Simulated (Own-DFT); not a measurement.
# How strain changes the stress of wurtzite GaN, 72 atoms (Ga36N36)

These are calculations, not measurements. They come from Own-DFT, an in-house plane-wave density functional program, since retired, whose code no person has reviewed. Each row is one single-point run on a periodic cell that was not relaxed, without spin or spin-orbit coupling.

Settings of every run: PBE; PseudoDojo norm-conserving scalar-relativistic files; cutoff 42 hartree; 4 x 4 x 3 k mesh centred on Gamma; Fermi-Dirac smearing of 0.1 eV.

Known limits: forces not confirmed at this smearing and k mesh; stress not checked against mesh or cutoff.

Unstrained cell vectors in Å: (9.567, 0.000, 0.000); (-4.783, 8.285, 0.000); (0.000, 0.000, 10.370). The unstrained cell has measured lattice constants (interpolated for alloys), not those of this functional. That, the random moves and any unrelaxed bonds set the pressure at no strain. Each run strains this cell uniformly, with the atoms carried along. Every atom was also moved at random, by a Gaussian of width 0.05 Å on each axis. Strain is the symmetric tensor, in per cent. Stress is positive in tension, and the pressure is minus a third of its trace.

| run | e_xx (%) | e_yy (%) | e_zz (%) | e_yz (%) | e_xz (%) | e_xy (%) | s_xx (GPa) | s_yy (GPa) | s_zz (GPa) | s_yz (GPa) | s_xz (GPa) | s_xy (GPa) | P (GPa) | E (meV/atom) |
|---|---|---|---|---|---|---|---|---|---|---|---|---|---|---|
| 1 | -0.69 | 0.52 | -1.27 | -1.17 | 0.41 | -0.22 | -11.33 | -7.27 | -13.44 | -2.57 | 0.95 | -1.48 | 10.68 | 26.5 |
| 2 | -0.24 | -1.06 | 1.71 | 1.01 | -0.27 | 0.45 | -8.79 | -12.18 | -1.20 | 1.19 | -0.79 | 2.72 | 7.39 | 23.4 |
| 3 | 0.31 | 1.66 | 1.84 | 1.78 | 1.75 | 1.59 | -3.97 | 0.24 | -0.23 | 3.97 | 2.90 | 4.89 | 1.32 | 28.3 |
| 4 | 0.10 | 1.84 | 1.37 | 0.21 | -0.38 | 1.12 | -3.04 | 0.39 | -2.83 | 0.89 | -0.83 | 3.74 | 1.83 | 20.5 |
| 5 | 1.42 | 1.88 | 0.85 | -0.86 | -0.25 | -0.63 | 0.46 | 2.05 | -2.18 | -1.85 | -0.74 | -1.44 | -0.11 | 0.0 |
| 6 | 1.57 | -0.04 | 0.16 | 0.08 | -0.02 | 1.29 | -2.39 | -6.01 | -5.55 | -0.17 | -0.34 | 5.33 | 4.65 | 12.6 |
| 7 | 0.25 | -0.54 | 1.49 | -0.90 | 0.81 | 1.65 | -6.15 | -8.40 | -1.90 | -1.89 | 1.96 | 4.37 | 5.48 | 16.4 |
| 8 | -1.85 | -0.52 | 1.49 | -0.75 | -0.22 | -1.66 | -14.26 | -11.93 | -3.00 | -1.65 | 0.20 | -5.31 | 9.73 | 31.5 |
| 9 | -0.12 | -1.01 | 1.18 | 0.19 | -0.49 | -1.86 | -8.78 | -11.62 | -2.95 | 0.37 | -1.52 | -6.65 | 7.78 | 17.8 |
| 10 | -0.37 | -0.13 | 1.27 | -0.41 | 0.44 | 0.88 | -7.77 | -7.42 | -2.65 | -0.79 | 0.20 | 1.58 | 5.95 | 11.8 |
| 11 | -1.58 | -0.45 | -0.09 | 1.01 | -1.88 | -0.34 | -14.31 | -12.94 | -10.31 | 3.52 | -4.65 | 0.23 | 12.52 | 48.2 |
| 12 | 1.53 | 0.17 | -0.74 | 0.07 | 1.47 | -0.36 | -2.38 | -5.37 | -9.55 | 0.20 | 2.76 | -1.88 | 5.77 | 18.0 |
| 13 | -1.66 | -0.61 | -0.23 | 1.66 | 1.48 | -0.83 | -14.42 | -13.70 | -10.67 | 3.53 | 2.58 | -3.21 | 12.93 | 38.0 |
| 14 | 0.91 | 1.51 | -1.19 | 0.73 | -0.45 | 0.71 | -4.26 | 0.14 | -11.51 | 1.54 | -0.72 | 1.40 | 5.21 | 16.4 |
| 15 | -0.28 | -0.56 | 1.41 | -1.02 | 1.01 | 1.33 | -7.42 | -8.98 | -3.15 | -2.62 | 1.90 | 4.19 | 6.52 | 13.4 |
| 16 | 1.82 | 1.92 | -0.48 | 1.19 | -1.34 | 0.44 | ? | ? | ? | ? | ? | ? | ? | ? |

E is the free energy for each atom above the lowest run shown.

## Worked fit

Each stress component was fitted by least squares to a constant and the strains of the runs shown, as fractions, with shears doubled. Shear strains stay in the fit of a normal stress only where such slopes are resolved. The slopes, in GPa:

```
stress  at no strain  per e_xx  per e_yy  per e_zz  scatter
  s_xx          -7.9  364 ± 16  119 ± 17   95 ± 15     0.59
  s_yy          -7.9  158 ± 18  412 ± 19   54 ± 16     0.65
  s_zz          -7.9  102 ± 14    5 ± 15  403 ± 13     0.51
```

Each shear stress against twice its own strain: yz 110 ± 7, xz 103 ± 6, xy 164 ± 12 GPa. These are stiffnesses along x, y and z of the frame in which the cell vectors are given, which need not be the crystal's axes. The atoms are held to the strained lattice; where symmetry lets them move under strain, relaxing them would lower some slopes. The table should be nearly symmetric about its diagonal, and what it lacks of that shows the noise. A ninth of its sum, 190 ± 5 GPa, estimates the bulk modulus near the mean pressure of these runs, 6.5 GPa, so it lies above the value at zero pressure.

## Withheld run

Question: what normal stresses and pressure should run 16 give?

The fit gives s_xx = 0.6, s_yy = 2.7, s_zz = -7.9 and P = 1.5 GPa. The calculation gave 1.31, 1.76, -8.05 and P = 1.66 GPa.
